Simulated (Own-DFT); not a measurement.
# Point defects and the pressure they add: grey tin

Everything here is calculated. The program is Own-DFT (plane waves, in-house, since retired, never reviewed by a person); positions were held fixed, and spin and spin-orbit coupling were off.

Method: PBE; PseudoDojo norm-conserving scalar-relativistic files; cutoff 42 hartree; 3 x 3 x 3 k mesh centred on Gamma; cold (Marzari-Vanderbilt) smearing of 0.2 eV.

Known weak points (not all hold for every row): not probed for a lower state with spin; forces on such cells moved up to 12 meV/angstrom on a denser k mesh; stress not checked against mesh or cutoff.

All runs share one cell, with vectors in Å (12.978, 0.000, 0.000); (0.000, 12.978, 0.000); (0.000, 0.000, 12.978) and a volume of 2185.9 Å³. u is the rms random offset of the atoms per axis. The defect's site can differ from row to row.

```
            cell  formula   u (Å)  P (GPa)
       no defect     Sn64  0.0214     3.39
       no defect     Sn64  0.0472     3.60
       no defect     Sn64  0.0482     3.58
two Sn vacancies     Sn62  0.0293     3.13
two Sn vacancies     Sn62  0.0479     3.26
two Sn vacancies     Sn62  0.0529     3.30
  one Sn vacancy     Sn63  0.0295        ?
  one Sn vacancy     Sn63  0.0306     3.24
  one Sn vacancy     Sn63  0.0459     3.39
  one Sn vacancy     Sn63  0.0485     3.35
```

## Worked fit

P = P0 + c u² + a shift for each defect gives P0 = 3.36 GPa, c = 98 ± 11 GPa/Å² and a scatter of 0.03 GPa. The shifts, and each times the cell's volume:

- one Sn vacancy: -0.21 ± 0.02 GPa, -2.9 eV
- two Sn vacancies: -0.32 ± 0.02 GPa, -4.4 eV (-2.2 eV for each of its 2 sites)

Against the defect-free cell, a freed cell would be larger where the shift is positive and smaller where it is negative (160.2 GPa Å³ is 1 eV). The atoms around the defects weren't relaxed, which would change these numbers.

## Check

Asked: what pressure belongs in the blank (one Sn vacancy, u = 0.0295 Å)?

From the fit: 3.23 ± 0.03 GPa. Computed: 3.22 GPa.
